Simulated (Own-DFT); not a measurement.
# A layer strained by its substrate: wurtzite GaN, 72 atoms (Ga36N36)

The numbers are computed, not measured, by runs of the plane-wave DFT program Own-DFT (in-house, retired, unreviewed) at fixed positions, with no spin and no spin-orbit coupling.

Settings: PBE; PseudoDojo norm-conserving scalar-relativistic files (stringent for Ga); cutoff 96 hartree; 4 x 4 x 3 k mesh centred on Gamma; Gaussian smearing of 0.01 eV.

Known weak points: forces not confirmed at this smearing and k mesh; stress not checked against mesh or cutoff.

Unstrained cell vectors in Å: (9.567, 0.000, 0.000); (-4.784, 8.285, 0.000); (0.000, 0.000, 10.370). The unstrained cell has measured lattice constants (interpolated for alloys), not those of this functional. That, the random moves and any unrelaxed bonds set the pressure at no strain. Each run strains x and y alike by e, as a substrate would, and holds the height along z. Random moves of width 0.05 Å per axis were added to every atom. Stress is positive in tension.

```
e (%)  u (Å)  (s_xx + s_yy)/2 (GPa)  s_zz (GPa)
-1.75  0.052                 -17.49       -9.94
-1.00  0.046                      ?           ?
-0.75  0.048                 -11.29       -7.81
-0.50  0.051                  -9.99       -6.57
 0.25  0.047                  -5.96       -5.90
 0.50  0.050                  -4.49       -6.46
 0.75  0.053                  -3.27       -5.37
 1.25  0.049                  -0.62       -5.70
 2.00  0.045                   3.38       -5.32
 2.25  0.047                   3.81       -4.18
```

## What the rows give

With e as a fraction, the in-plane stress is -7.2 + 550 e - 2092 e² GPa (errors 7 and 484, scatter 0.23), and s_zz is -6.9 + 118 e GPa (slope ± 19, scatter 0.70). At e = 0 the first slope is C11 + C12 and the second 2 C13, both with the ions held to the strained lattice and at the cell's own pressure. The term in e² is negative: the layer stiffens under compression and softens under tension. A free layer would change its height as e changes, and the in-plane slope would drop by 2 C13²/C33 to the biaxial modulus. At fixed height, a misfit of 1 % moves the in-plane stress by about 5.5 GPa and s_zz by 1.2 GPa.

## Check

Asked: what are the two stresses at e = -1.00 %?

The fit gives -12.9 and -8.1 GPa. The calculation gave -11.73 and -8.92 GPa. This run lies off the fit, by chance or by something that the fit leaves out.
